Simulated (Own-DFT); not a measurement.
# Stretching a layer in its plane: wurtzite AlGaN with randomly placed atoms, 72 atoms (Al9Ga27N36)

No measurement is shown. These are fixed-geometry runs of a retired plane-wave code named Own-DFT, which no person has reviewed; spin and spin-orbit coupling are neglected.

Settings: PBE; PseudoDojo norm-conserving scalar-relativistic files (stringent for Ga); cutoff 96 hartree; 4 x 4 x 3 k mesh centred on Gamma; Gaussian smearing of 0.01 eV.

Known weak points: forces on such cells passed a denser k mesh, each cell not checked; stress not checked against mesh or cutoff.

Unstrained cell vectors in Å: (9.509, 0.000, 0.000); (-4.755, 8.235, 0.000); (0.000, 0.000, 10.268). The unstrained cell has measured lattice constants (interpolated for alloys), not those of this functional. That, the random moves and any unrelaxed bonds set the pressure at no strain. Each run strains x and y alike by e, as a substrate would, and holds the height along z. Each atom got a random Gaussian move of width 0.05 Å along each axis. The random placing of the alloy's atoms differs from row to row. Stress is positive in tension.

```
e (%)  u (Å)  (s_xx + s_yy)/2 (GPa)  s_zz (GPa)
-3.00  0.051                 -25.15      -14.38
-2.50  0.050                 -23.65       -9.97
-1.50  0.050                      ?           ?
-1.25  0.052                 -13.70      -10.96
-0.75  0.048                 -11.21       -7.53
-0.50  0.050                  -9.19       -9.24
 0.50  0.052                  -4.33       -8.06
 1.50  0.049                   0.64       -4.90
 1.75  0.049                   1.79       -5.17
 2.00  0.048                   3.16       -4.10
```

## Fit

With e as a fraction, the in-plane stress is -6.8 + 549 e - 2984 e² GPa (errors 15 and 918, scatter 0.67), and s_zz is -7.8 + 168 e GPa (slope ± 25, scatter 1.30). At e = 0 the first slope is C11 + C12 and the second 2 C13, both with the ions held to the strained lattice and at the cell's own pressure. The term in e² is negative: the layer stiffens under compression and softens under tension. A free layer would change its height as e changes, and the in-plane slope would drop by 2 C13²/C33 to the biaxial modulus. At fixed height, a misfit of 1 % moves the in-plane stress by about 5.5 GPa and s_zz by 1.7 GPa.

## Withheld run

Question: what are the two stresses at e = -1.50 %?

The fit gives -15.7 and -10.4 GPa. The calculation gave -16.57 and -9.27 GPa.
